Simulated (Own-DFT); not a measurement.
# More of the guest, more pressure: Ge in Si

Everything here is calculated. The program is Own-DFT (plane waves, in-house, since retired, never reviewed by a person); positions were held fixed, and spin and spin-orbit coupling were off.

Common settings: PBE; PseudoDojo norm-conserving scalar-relativistic files; cutoff 42 hartree; 3 x 3 x 2 k mesh centred on Gamma; Fermi-Dirac smearing of 0.1 eV.

Known weak points: forces on such cells moved up to 12 meV/angstrom on a denser k mesh; stress not checked against mesh or cutoff.

One cell of 96 atoms is used throughout, with vectors in Å (10.862, 0.000, 0.000); (0.000, 10.862, 0.000); (0.000, 0.000, 16.293). Some planes normal to z hold Ge in place of Si, either as pure planes or mixed at random through a layer; x is the share of Ge among all Ge and Si sites. u is the rms random offset of the atoms per axis. Stress is positive in tension.

| x | layer | u (Å) | (s_xx + s_yy)/2 (GPa) | s_zz (GPa) |
|---|---|---|---|---|
| 0.125 | mixed layer | 0.0297 | -3.79 | -3.83 |
| 0.125 | mixed layer | 0.0282 | -3.75 | -3.74 |
| 0.167 | pure planes | 0.0322 | ? | ? |
| 0.188 | mixed layer | 0.0314 | -4.64 | -4.68 |
| 0.188 | mixed layer | 0.0298 | -4.58 | -4.63 |
| 0.250 | mixed layer | 0.0300 | -5.50 | -5.49 |
| 0.250 | mixed layer | 0.0569 | -6.28 | -6.17 |
| 0.500 | pure planes | 0.0301 | -9.20 | -9.18 |
| 0.500 | pure planes | 0.0301 | -9.12 | -9.20 |

## What the rows give

In the plane: -1.66 - 14.4 x - 314 u² GPa (slope in x ± 0.1, scatter 0.05). Along z: -1.73 - 14.4 x - 257 u² GPa (± 0.1, scatter 0.05). The two slopes nearly agree: every atom sits on the host's lattice on all three axes, so the larger Ge atoms are squeezed alike in all directions, and the layering hardly shows. The constants are the stress of this functional at the host's measured lattice. A real film keeps the in-plane spacing but grows in height until s_zz vanishes, which relieves part of the in-plane stress too.

## Test on the hidden row

Q: what are the two stresses at x = 0.167?

The fit gives -4.4 and -4.4 GPa. The run itself gave -4.37 and -4.39 GPa.
